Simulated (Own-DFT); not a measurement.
# Cleaving wurtzite AlN, m plane (10-10)

Source: density functional calculations with Own-DFT, an unreviewed in-house program that is no longer used. Nothing was measured or relaxed, and spin and spin-orbit coupling are left out.

Caveats (not all hold for every row): some atoms lie very close together; forces not confirmed at this smearing and k mesh; k mesh not checked against a denser one.

Both sets of runs: PBE; PseudoDojo norm-conserving scalar-relativistic files; cutoff 42 hartree; Gaussian smearing of 0.01 eV. The slab has 128 atoms in 16 layers, two equal faces of 62.02 Å² as cut, 15 Å of vacuum, a dipole correction along the normal and a 6 x 3 x 1 mesh. The bulk cell has 72 atoms, the same measured lattice constants and a 4 x 4 x 3 mesh. All atoms were moved at random; u is the rms move along one axis. Energies are counted from -174.06 eV for each atom.

```
slab run   u (Å)  E (eV, cell)
       1  0.0197        20.381
       2  0.0202        20.562
       3  0.0491        28.715
       4  0.0496        29.211
       5  0.0496        29.306
       6  0.0504        28.267
       7  0.0931        54.327
       8  0.0956        57.863
       9  0.1000        58.715
      10  0.1016        63.923
      11  0.1034        59.919
      12  0.1038        58.515
```

| bulk run | u (Å) | E (meV/atom) |
|---|---|---|
| 1 | 0.0178 | -4.78 |
| 2 | 0.0184 | -4.49 |
| 3 | 0.0194 | -2.47 |
| 4 | 0.0195 | -2.14 |
| 5 | 0.0206 | 1.12 |
| 6 | 0.0207 | -2.07 |
| 7 | 0.0968 | 307.19 |
| 8 | 0.1023 | 333.57 |
| 9 | 0.1031 | 339.24 |
| 10 | 0.1038 | 348.73 |

Question: what is the energy of the unrelaxed surface?

## Answer

Take each set to u = 0 with E = a + b u². Residuals are scaled by 1/(u² + 0.0006 Å²) to tame the large moves. Slab: a = 18.87 ± 0.15 eV. Bulk: a = -15.2 ± 0.4 meV/atom. The excess is 18.87 - 128 x (-0.0152) = 20.82 ± 0.16 eV. Over two faces that is 168 meV/Å², or 2.69 ± 0.02 J/m². Relaxing the faces would lower the energy, and the unlike meshes and the reach from the smallest u down to zero add errors that aren't counted here.
